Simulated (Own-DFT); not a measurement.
# How strain changes the stress of wurtzite AlN, 72 atoms (Al36N36)

All numbers below are calculated, not measured. They come from Own-DFT, an in-house plane-wave density functional program, since retired, whose code no person has reviewed. Each row is one single-point run on a periodic cell that was not relaxed, without spin or spin-orbit coupling.

Settings of every run: PBE; PseudoDojo norm-conserving scalar-relativistic files; cutoff 42 hartree; 4 x 4 x 3 k mesh centred on Gamma; Gaussian smearing of 0.01 eV.

Known limits: k mesh not checked against a denser one; stress not checked against mesh or cutoff.

Unstrained cell vectors in Å: (9.336, 0.000, 0.000); (-4.668, 8.085, 0.000); (0.000, 0.000, 9.964). The unstrained cell has measured lattice constants (interpolated for alloys), not those of this functional. That, the random moves and any unrelaxed bonds set the pressure at no strain. Each run strains this cell uniformly, with the atoms carried along. Every atom was also moved at random, by a Gaussian of width 0.05 Å on each axis. Strain is the symmetric tensor, in per cent. Stress is positive in tension, and the pressure is minus a third of its trace.

| run | e_xx (%) | e_yy (%) | e_zz (%) | s_xx (GPa) | s_yy (GPa) | s_zz (GPa) | P (GPa) | E (meV/atom) |
|---|---|---|---|---|---|---|---|---|
| 1 | 0.00 | 0.00 | -0.25 | -5.06 | -6.86 | -6.12 | 6.01 | 18.2 |
| 2 | 0.00 | 0.00 | -1.50 | -7.08 | -7.28 | -12.78 | 9.05 | 36.0 |
| 3 | 0.00 | 0.00 | 1.25 | -5.34 | -2.45 | -0.41 | 2.73 | 0.0 |
| 4 | 0.00 | 0.00 | -0.50 | -4.93 | -7.58 | -8.97 | 7.16 | 31.1 |
| 5 | 0.00 | 0.00 | -2.00 | -6.53 | -6.17 | -16.27 | 9.66 | 22.3 |
| 6 | 0.00 | 0.00 | -1.25 | -5.08 | -7.05 | -12.16 | 8.10 | 21.7 |
| 7 | 0.00 | 0.00 | 0.75 | -3.88 | -6.15 | -2.65 | 4.23 | 25.7 |
| 8 | 0.00 | 0.00 | -1.00 | -6.17 | -6.08 | -10.56 | 7.60 | 16.7 |
| 9 | 0.00 | 0.00 | 0.25 | ? | ? | ? | ? | ? |

E is the free energy for each atom above the lowest run shown.

## Worked fit

The change of volume is close to e_xx + e_yy + e_zz. A straight line through the runs shown gives P = 5.63 - 211 x (fractional change of volume) GPa, with an error of 10 on the slope and a scatter of 0.29 GPa. The strain isn't the same on all axes and the cell isn't cubic, so the slope belongs to this path and is not the bulk modulus.

## Withheld run

Question: what pressure should run 9 give? Its volume changes by 0.25 %.

The line gives 5.1 GPa. The calculation gave 4.63 GPa.
